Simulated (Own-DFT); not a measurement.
## Calculated data, Al3GaAs4 (zincblende random alloy, atoms displaced), AlGa3N4 (wurtzite random alloy, strained)

Computed with Own-DFT development build. A calculation, not a measurement: plane-wave PBE density functional theory by an unreviewed code, no spin, of a simulated periodic cell, stress positive in tension, free energy of the whole cell less one offset for each atom, forces on such cells passed a denser k mesh, this cell's mesh not checked; offsets are fitted by least squares, one for each functional and potential file, so energies compare only between cells with the same atoms and settings and are not formation energies; the far tail of each file's local potential was reset to the Coulomb form; each entry is a single point on an unrelaxed cell, so the pressure reflects the starting lattice, mostly measured values, from which strain is counted, and rises with the displacements; printed positions are rounded, which can move forces by about a meV/angstrom; the program is a retired in-house code; no spin-orbit coupling.

Settings shared by all entries: functional PBE.

(1) Al3GaAs4 (zincblende random alloy, atoms displaced)

```xyz
64
Lattice="11.3183 0.0000 0.0000 0.0000 11.3183 0.0000 0.0000 0.0000 11.3183" Properties=species:S:1:pos:R:3 Al3GaAs4
Ga     0.0042    11.2903    11.2852
Al     0.0176     2.8230     2.8184
Ga     2.7824     0.0065     2.8204
Al     2.8724     2.7700     0.0060
As     1.4253     1.4371     1.4172
As     1.3601     4.2465     4.2248
As     4.1897     1.4139     4.2554
As     4.2550     4.2649     1.4372
Al     0.0090    11.3090     5.6017
Al    11.2957     2.8077     8.5320
Ga     2.7916     0.0116     8.5006
Al     2.7494     2.8505     5.7042
As     1.4248     1.3731     7.0968
As     1.4225     4.2665     9.8779
As     4.2628     1.4274     9.9270
As     4.2448     4.2727     7.0502
Al     0.0226     5.6384     0.0072
Al    11.3119     8.4412     2.8389
Al     2.8293     5.6457     2.8480
Al     2.8618     8.5293     0.0604
As     1.3912     7.0871     1.4241
As     1.3988     9.8353     4.2491
As     4.2606     7.0740     4.2518
As     4.2033     9.8684     1.3846
Al     0.0008     5.6527     5.6669
Ga    11.3067     8.4942     8.5080
Al     2.8183     5.6950     8.4638
Al     2.8028     8.5170     5.6489
As     1.4151     7.0914     7.0457
As     1.4084     9.9334     9.9029
As     4.2399     7.0784     9.9141
As     4.2364     9.9430     7.1225
Al     5.6209     0.0223    11.2928
Al     5.6525     2.8163     2.8142
Al     8.4645     0.0022     2.8006
Ga     8.4820     2.8480     0.0082
As     7.0418     1.3946     1.4097
As     7.1460     4.2170     4.2462
As     9.9393     1.4108     4.2475
As     9.9322     4.2516     1.4185
Ga     5.7225    11.2980     5.6531
Al     5.6315     2.8640     8.4887
Al     8.4386     0.0311     8.5071
Al     8.4792     2.8351     5.7137
As     7.1135     1.3999     7.0591
As     7.1130     4.2948     9.8766
As     9.8985     1.4111     9.8615
As     9.8421     4.2308     7.0476
Al     5.6967     5.6341     0.0056
Ga     5.7281     8.5061     2.7595
Al     8.4996     5.6576     2.7943
Al     8.5094     8.4481    11.2820
As     7.0437     7.1092     1.4018
As     7.0472     9.9139     4.2106
As     9.8939     7.0717     4.2920
As     9.9346     9.9205     1.4802
Ga     5.6791     5.6285     5.6791
Al     5.6504     8.4325     8.4575
Al     8.5125     5.6392     8.4520
Al     8.4495     8.4493     5.6514
As     7.1174     7.1038     7.1162
As     7.0510     9.8522     9.8745
As     9.9372     7.1257     9.9286
As     9.9196     9.8927     7.0574
```

```
potential files                   : PseudoDojo norm-conserving, scalar-relativistic, standard set
wave cutoff                       : 42 hartree
occupations                       : Fermi-Dirac
smearing width                    : 0.1 eV
k mesh                            : 3 x 3 x 3 centred on Gamma
free energy of cell above offsets : -20.139 eV
pressure                          : 2.96 GPa
stress xx                         : -2.96 GPa
stress yy                         : -2.97 GPa
stress zz                         : -2.96 GPa
stress yz                         : 0.04 GPa
stress xz                         : 0.27 GPa
stress xy                         : 0.12 GPa
```

Force:
| element | x (eV/Å) | y (eV/Å) | z (eV/Å) |
| --- | --- | --- | --- |
| Ga | -0.233 | 0.404 | 0.406 |
| Al | -0.287 | -0.1 | 0.049 |
| Ga | 0.224 | -0.373 | 0.219 |
| Al | -0.289 | 0.867 | 0.064 |
| As | -0.276 | -0.216 | -0.347 |
| As | 0.37 | 0.035 | 0.231 |
| As | 0.324 | 0.136 | 0.176 |
| As | -0.054 | -0.235 | -0.289 |
| Al | 0.078 | -0.244 | 0.468 |
| Al | 0.25 | 0.373 | -0.615 |
| Ga | 0.473 | 0.018 | 0.232 |
| Al | 0.398 | -0.087 | -0.341 |
| As | -0.647 | 0.437 | -0.203 |
| As | 0.197 | -0.436 | 0.22 |
| As | -0.131 | -0.008 | -0.621 |
| As | -0.336 | -0.288 | 0.287 |
| Al | -0.024 | 0.281 | -0.183 |
| Al | -0.18 | 0.136 | 0.195 |
| Al | -0.046 | 0.31 | 0.02 |
| Al | -0.794 | -0.714 | -0.92 |
| As | 0.408 | -0.274 | -0.09 |
| As | -0.04 | 0.524 | -0.371 |
| As | 0.114 | 0.187 | -0.093 |
| As | 0.746 | 1.002 | 0.654 |
| Al | -0.203 | -0.01 | 0.102 |
| Ga | 0.233 | 0.188 | -0.338 |
| Al | 0.149 | -0.006 | 0.1 |
| Al | 0.717 | -0.11 | 0.256 |
| As | -0.138 | -0.066 | 0.219 |
| As | 0.336 | -0.609 | 0.144 |
| As | -0.047 | -0.151 | 0.164 |
| As | 0.127 | -0.416 | -0.454 |
| Al | 0.358 | -0.731 | 0.131 |
| Al | -0.062 | 0.071 | 0.49 |
| Al | 0.309 | 0.2 | 0.35 |
| Ga | 0.112 | -0.196 | -0.109 |
| As | 0.117 | 0.156 | -0.181 |
| As | -0.546 | 0.037 | -0.23 |
| As | -0.587 | 0.224 | -0.148 |
| As | -0.144 | -0.123 | -0.089 |
| Ga | -0.858 | 0.265 | 0.051 |
| Al | 0.351 | -0.161 | -0.139 |
| Al | 0.444 | -0.776 | -0.156 |
| Al | 0.224 | -0.439 | -0.767 |
| As | -0.666 | 0.393 | 0.322 |
| As | -0.283 | -0.436 | 0.102 |
| As | -0.293 | -0.095 | 0.695 |
| As | 1.024 | 0.052 | 0.415 |
| Al | -0.416 | 0.258 | -0.117 |
| Ga | -1.014 | 0.064 | 0.617 |
| Al | -0.031 | 0.274 | 0.292 |
| Al | -0.123 | 0.823 | 0.568 |
| As | 0.799 | -0.675 | -0.322 |
| As | 0.549 | -0.262 | 0.105 |
| As | -0.097 | -0.222 | -0.486 |
| As | -0.338 | -0.38 | -0.665 |
| Ga | 0.369 | 0.398 | -0.35 |
| Al | -0.304 | 0.439 | 0.254 |
| Al | 0.297 | 0.629 | 0.435 |
| Al | 0.289 | 0.664 | -0.021 |
| As | -0.374 | -0.589 | -0.379 |
| As | 0.008 | 0.368 | 0.289 |
| As | -0.062 | -1.088 | -0.297 |
| As | -0.471 | 0.302 | -0.003 |

(2) AlGa3N4 (wurtzite random alloy, strained)

```xyz
72
Lattice="9.5092 -0.0475 0.0000 -4.7958 8.2590 0.0000 0.0000 0.0000 10.2685" Properties=species:S:1:pos:R:3 AlGa3N4
Al    -0.0092     1.8301     0.0000
Ga     1.5803     0.9071     2.5671
N     -0.0092     1.8301     1.9420
N      1.5803     0.9071     4.5092
Ga    -0.0092     1.8301     5.1343
Ga     1.5803     0.9071     7.7014
N     -0.0092     1.8301     7.0763
N      1.5803     0.9071     9.6434
Ga    -1.6078     4.5831     0.0000
Al    -0.0183     3.6601     2.5671
N     -1.6078     4.5831     1.9420
N     -0.0183     3.6601     4.5092
Al    -1.6078     4.5831     5.1343
Ga    -0.0183     3.6601     7.7014
N     -1.6078     4.5831     7.0763
N     -0.0183     3.6601     9.6434
Ga    -3.2064     7.3361     0.0000
Ga    -1.6169     6.4131     2.5671
N     -3.2064     7.3361     1.9420
N     -1.6169     6.4131     4.5092
Ga    -3.2064     7.3361     5.1343
Ga    -1.6169     6.4131     7.7014
N     -3.2064     7.3361     7.0763
N     -1.6169     6.4131     9.6434
Ga     3.1606     1.8142     0.0000
Ga     4.7501     0.8913     2.5671
N      3.1606     1.8142     1.9420
N      4.7501     0.8913     4.5092
Ga     3.1606     1.8142     5.1343
Ga     4.7501     0.8913     7.7014
N      3.1606     1.8142     7.0763
N      4.7501     0.8913     9.6434
Ga     1.5620     4.5672     0.0000
Al     3.1515     3.6443     2.5671
N      1.5620     4.5672     1.9420
N      3.1515     3.6443     4.5092
Ga     1.5620     4.5672     5.1343
Ga     3.1515     3.6443     7.7014
N      1.5620     4.5672     7.0763
N      3.1515     3.6443     9.6434
Ga    -0.0366     7.3202     0.0000
Al     1.5529     6.3973     2.5671
N     -0.0366     7.3202     1.9420
N      1.5529     6.3973     4.5092
Ga    -0.0366     7.3202     5.1343
Ga     1.5529     6.3973     7.7014
N     -0.0366     7.3202     7.0763
N      1.5529     6.3973     9.6434
Ga     6.3304     1.7984     0.0000
Ga     7.9198     0.8754     2.5671
N      6.3304     1.7984     1.9420
N      7.9198     0.8754     4.5092
Al     6.3304     1.7984     5.1343
Ga     7.9198     0.8754     7.7014
N      6.3304     1.7984     7.0763
N      7.9198     0.8754     9.6434
Ga     4.7317     4.5514     0.0000
Al     6.3212     3.6284     2.5671
N      4.7317     4.5514     1.9420
N      6.3212     3.6284     4.5092
Ga     4.7317     4.5514     5.1343
Ga     6.3212     3.6284     7.7014
N      4.7317     4.5514     7.0763
N      6.3212     3.6284     9.6434
Al     3.1332     7.3044     0.0000
Ga     4.7226     6.3814     2.5671
N      3.1332     7.3044     1.9420
N      4.7226     6.3814     4.5092
Ga     3.1332     7.3044     5.1343
Al     4.7226     6.3814     7.7014
N      3.1332     7.3044     7.0763
N      4.7226     6.3814     9.6434
```

```
potential files                   : PseudoDojo norm-conserving, scalar-relativistic, standard set with the stringent files for Ga
wave cutoff                       : 96 hartree
occupations                       : Gaussian
smearing width                    : 0.01 eV
k mesh                            : 4 x 4 x 3 centred on Gamma
free energy of cell above offsets : -14.358 eV
pressure                          : 5.05 GPa
stress xx                         : -4.82 GPa
stress yy                         : -4.81 GPa
stress zz                         : -5.51 GPa
stress yz                         : -0.01 GPa
stress xz                         : 0.01 GPa
stress xy                         : -1.61 GPa
```

Force:
| element | x (eV/Å) | y (eV/Å) | z (eV/Å) |
| --- | --- | --- | --- |
| Al | 0.039 | -0.009 | -0.002 |
| Ga | -0.093 | -0.004 | 0.021 |
| N | 0.09 | 0.943 | -0.697 |
| N | -0.122 | -0.013 | -0.008 |
| Ga | 0.099 | 0.002 | -0.002 |
| Ga | -0.067 | -0.022 | 0.045 |
| N | 0.118 | 0.001 | -0.023 |
| N | -0.886 | 0.476 | 0.299 |
| Ga | 0.107 | 0.023 | 0.043 |
| Al | -0.03 | 0.001 | -0.046 |
| N | 0.067 | -0.958 | 0.664 |
| N | -0.902 | 0.463 | -0.689 |
| Al | 0.042 | -0.009 | -0.051 |
| Ga | -0.103 | 0.028 | 0.031 |
| N | 0.123 | 0.001 | -1.02 |
| N | -0.09 | -0.936 | 0.32 |
| Ga | 0.097 | -0.004 | 0.036 |
| Ga | -0.095 | 0.018 | 0.04 |
| N | 0.121 | 0.001 | -0.007 |
| N | -0.108 | -0.921 | 0.33 |
| Ga | 0.127 | 0.018 | 0.044 |
| Ga | -0.096 | -0.002 | 0.035 |
| N | -0.723 | -0.46 | 0.316 |
| N | -0.106 | -0.002 | -0.009 |
| Ga | 0.093 | -0.035 | 0.054 |
| Ga | -0.128 | -0.022 | 0.039 |
| N | 0.127 | 0.925 | 0.307 |
| N | 0.716 | 0.454 | 0.33 |
| Ga | 0.103 | -0.007 | 0.024 |
| Ga | -0.085 | 0 | 0.032 |
| N | 0.085 | 0.008 | -0.018 |
| N | -0.115 | 0.02 | -0.025 |
| Ga | 0.07 | 0.018 | 0.067 |
| Al | -0.073 | 0.029 | -0.048 |
| N | 0.075 | -0.007 | 1.018 |
| N | -0.111 | 0.014 | -1.012 |
| Ga | 0.093 | -0.007 | 0.003 |
| Ga | -0.085 | -0.003 | 0.012 |
| N | 0.107 | -0.006 | -0.017 |
| N | -0.103 | -0.01 | -0.029 |
| Ga | 0.081 | -0.001 | 0.056 |
| Al | -0.039 | -0.015 | -0.056 |
| N | 0.889 | -0.434 | 0.315 |
| N | -0.094 | 0.002 | -1.018 |
| Ga | 0.079 | 0.017 | 0.022 |
| Ga | -0.112 | -0.001 | 0.038 |
| N | 0.112 | -0.008 | -0.011 |
| N | 0.715 | 0.454 | 0.324 |
| Ga | 0.109 | -0.024 | 0.024 |
| Ga | -0.065 | -0.03 | 0.009 |
| N | 0.099 | 0.946 | 0.31 |
| N | -0.894 | 0.435 | 0.323 |
| Al | 0.043 | 0.025 | -0.035 |
| Ga | -0.129 | 0.003 | 0.055 |
| N | 0.12 | -0.008 | -1.016 |
| N | 0.719 | -0.454 | 0.658 |
| Ga | 0.107 | 0.033 | 0.058 |
| Al | -0.078 | 0.046 | -0.009 |
| N | 0.097 | -0.968 | 0.657 |
| N | 0.734 | -0.47 | -0.349 |
| Ga | 0.1 | -0.032 | 0.026 |
| Ga | -0.095 | -0.006 | 0.003 |
| N | 0.093 | 0.943 | 0.318 |
| N | -0.126 | -0.008 | -0.018 |
| Al | 0.072 | 0.017 | -0.007 |
| Ga | -0.109 | -0.006 | -0.005 |
| N | -0.73 | -0.453 | -0.678 |
| N | -0.116 | 0.01 | -0.011 |
| Ga | 0.077 | 0.017 | 0.013 |
| Al | -0.042 | -0.012 | 0 |
| N | 0.914 | -0.461 | 0.313 |
| N | -0.911 | 0.44 | -0.713 |
